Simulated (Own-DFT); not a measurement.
Si$_{12}$O$_{23}$ (quartz with two neutral oxygen vacancies, atoms displaced) (calculated)

A calculation, not a measurement: plane-wave PBE and HSE06 DFT by an unreviewed code, no spin, of a simulated cell at Gamma alone, so results move with cell size and shape, stress positive in tension, energies less offsets, not probed for a lower state with spin; oxygen file: force components 24 meV/angstrom off all-electron in a glass; k mesh not checked against a denser one; forces and stress are PBE's, HSE06 gives the energy alone, and its difference from PBE has offsets of its own; offsets are fitted by least squares, one for each functional and potential file, so energies compare only between cells with the same atoms and settings and are not formation energies; the far tail of each file's local potential was reset to the Coulomb form; each entry is a single point on an unrelaxed cell, so the pressure reflects the starting lattice, mostly measured values (interpolated for alloys), from which strain is counted, and rises with the displacements; printed positions are rounded, which can move forces by about a meV/angstrom; the program, named Own-DFT, is a retired in-house code; no spin-orbit coupling. Program: Own-DFT development build.

Si$_{12}$O$_{23}$ (quartz with two neutral oxygen vacancies, atoms displaced)

```cif
# cell vector a (Å): 9.8268 0.0000 0.0000
# cell vector b (Å): -4.9134 8.5103 0.0000
# cell vector c (Å): 0.0000 0.0000 10.8104
data_Si12O23
_symmetry_space_group_name_H-M 'P 1'
_symmetry_Int_Tables_number 1
_cell_length_a 9.8268
_cell_length_b 9.8268
_cell_length_c 10.8104
_cell_angle_alpha 90.000
_cell_angle_beta 90.000
_cell_angle_gamma 120.000
_cell_volume 904.06
loop_
_atom_site_label
_atom_site_type_symbol
_atom_site_fract_x
_atom_site_fract_y
_atom_site_fract_z
_atom_site_occupancy
Si1 Si 0.24128 0.00340 0.99731 1
Si2 Si 0.00179 0.23860 0.32377 1
Si3 Si 0.26377 0.27399 0.16168 1
O1 O 0.21197 0.13936 0.05913 1
O2 O 0.43251 0.29798 0.21911 1
O3 O 0.36688 0.06672 0.39513 1
O4 O 0.07095 0.37384 0.43430 1
O5 O 0.13623 0.21636 0.27677 1
Si4 Si 0.22963 0.98948 0.50475 1
Si5 Si 0.00415 0.23883 0.84100 1
Si6 Si 0.26750 0.26188 0.66294 1
O6 O 0.19785 0.14301 0.55662 1
O7 O 0.43062 0.29890 0.73101 1
O8 O 0.36363 0.07323 0.88955 1
O9 O 0.07229 0.36144 0.93369 1
O10 O 0.12934 0.21636 0.76620 1
O11 O 0.29909 0.43116 0.60786 1
Si7 Si 0.23824 0.49783 0.00536 1
Si8 Si 0.99837 0.73324 0.33152 1
Si9 Si 0.27028 0.76155 0.16378 1
O12 O 0.41814 0.79575 0.23009 1
O13 O 0.36823 0.57705 0.39224 1
O14 O 0.07241 0.86956 0.43979 1
O15 O 0.13738 0.71299 0.27488 1
O16 O 0.29714 0.92253 0.10680 1
Si10 Si 0.23308 0.49842 0.49081 1
Si11 Si 0.99351 0.73650 0.83330 1
Si12 Si 0.25905 0.77107 0.67055 1
O17 O 0.20453 0.62249 0.55939 1
O18 O 0.43478 0.80010 0.73273 1
O19 O 0.36086 0.57174 0.88454 1
O20 O 0.07435 0.85789 0.94433 1
O21 O 0.13687 0.70054 0.76872 1
O22 O 0.29548 0.93643 0.60508 1
Si13 Si 0.74212 0.99818 0.00480 1
Si14 Si 0.49336 0.23401 0.33285 1
Si15 Si 0.76662 0.26501 0.16231 1
O23 O 0.69954 0.13572 0.06080 1
O24 O 0.91875 0.29337 0.22787 1
O25 O 0.86464 0.07301 0.38473 1
O26 O 0.56752 0.36130 0.44209 1
O27 O 0.64082 0.20530 0.26762 1
O28 O 0.78531 0.41987 0.10028 1
Si16 Si 0.73966 0.99589 0.50021 1
Si17 Si 0.49432 0.24205 0.82813 1
Si18 Si 0.76724 0.27176 0.66573 1
O29 O 0.70713 0.12936 0.55869 1
O30 O 0.93122 0.29120 0.72513 1
O31 O 0.87303 0.08027 0.90147 1
O32 O 0.56506 0.36048 0.94819 1
O33 O 0.64290 0.21460 0.77507 1
O34 O 0.78980 0.43582 0.60446 1
Si19 Si 0.73421 0.50751 0.00420 1
Si20 Si 0.50513 0.74201 0.33365 1
Si21 Si 0.76127 0.75177 0.16884 1
O35 O 0.70537 0.62642 0.05782 1
O36 O 0.93068 0.79246 0.22024 1
O37 O 0.86257 0.57125 0.39234 1
O38 O 0.57356 0.85958 0.44523 1
O39 O 0.64361 0.70712 0.26908 1
O40 O 0.79346 0.91786 0.10576 1
Si22 Si 0.72790 0.50361 0.49570 1
Si23 Si 0.50430 0.73650 0.83280 1
Si24 Si 0.75612 0.75942 0.66910 1
O41 O 0.69882 0.62716 0.56004 1
O42 O 0.92575 0.79554 0.72974 1
O43 O 0.87083 0.57813 0.88887 1
O44 O 0.57100 0.86119 0.94009 1
O45 O 0.64469 0.71233 0.76732 1
O46 O 0.78918 0.92513 0.60800 1
```

Settings of this run: first functional PBE, second functional HSE06, exact exchange share 0.25, screening 0.11 1/bohr, exchange divergence Gygi-Baldereschi, potential files PseudoDojo norm-conserving, scalar-relativistic, made for PBE, standard set, wave cutoff 48 hartree, occupations fixed and k mesh 1 x 1 x 1 centred on Gamma.

Results for Si$_{12}$O$_{23}$ (quartz with two neutral oxygen vacancies, atoms displaced): PBE energy of cell above offsets -15.963 eV; HSE06 less PBE above offsets 0.236 eV; PBE pressure 8.45 GPa; PBE stress xx -7.44 GPa; PBE stress yy -6.5 GPa; PBE stress zz -11.41 GPa; PBE stress yz 0.55 GPa; PBE stress xz -0.07 GPa; PBE stress xy -0.97 GPa.

Force:
```csv
element,x (eV/Å),y (eV/Å),z (eV/Å)
Si,-1.058,-1.313,1.981
Si,-2.954,-0.093,4.059
Si,0.257,1.888,-0.457
O,0.111,-1.623,-0.96
O,-1.031,0.056,0.142
O,-0.588,0.272,0.068
O,-0.769,-1.851,-1.398
O,3.513,-0.418,-1.962
Si,-3.618,5.928,-4.623
Si,-1.475,-4.203,-7.559
Si,-2.748,3.78,1.882
O,2.403,-4.695,-2.95
O,-4.209,1.698,-5.113
O,0.895,0.72,-1.645
O,0.928,7.468,7.318
O,2.736,-1,-0.061
O,-0.033,-0.037,-1.251
Si,0,-0.047,0.912
Si,0.261,0.248,0.472
Si,-4.217,-2.822,-2.357
O,6.208,0.877,2.852
O,1.641,0.803,-2.202
O,-1.21,-1.72,-0.693
O,0.654,-0.64,-0.542
O,-0.828,1.451,-1.49
Si,1.505,-0.841,3.62
Si,3.78,0.582,-0.663
Si,6.744,-0.919,-4.311
O,-1.855,4.249,2.261
O,-3.154,0.635,-2.767
O,0.173,-0.731,1.15
O,0.269,1.407,0.597
O,-5.493,-0.926,4.536
O,3.389,-2.665,4.896
Si,-3.777,0.739,-0.74
Si,2.942,-1.213,-1.233
Si,-1.879,0.524,0
O,2.17,-3.735,-2.769
O,2.295,1.225,-0.665
O,0.172,-0.333,0.379
O,-0.585,0.125,-0.207
O,-4.417,-0.283,3.275
O,0.746,1.571,0.495
Si,-1.318,2.679,-1.409
Si,7.006,-2.151,5.814
Si,1.982,-0.264,-1.166
O,-0.342,1.057,0.509
O,-1.581,0.202,-0.32
O,0.155,-1.425,0.01
O,0.226,0.968,-0.664
O,-2.957,-0.214,1.337
O,1.041,-1.253,0.86
Si,4.59,-7.209,-5.833
Si,0.069,-1.884,-1.028
Si,2.965,3.616,-3.997
O,-4.657,5.286,2.865
O,0.199,-0.157,0.111
O,0.266,0.707,-1.025
O,0.058,0.637,0.128
O,-5.836,-1.554,5.118
O,0.696,-0.607,1.004
Si,1.724,-2.113,0.129
Si,0.28,-1.251,-0.447
Si,6.553,3.316,-7.382
O,-1.703,2.405,0.891
O,-1.251,0.775,-2.091
O,-2.07,-3.378,2.464
O,1.508,2.018,2.108
O,-7.339,-3.155,8.358
O,1.845,-1.19,1.375
```
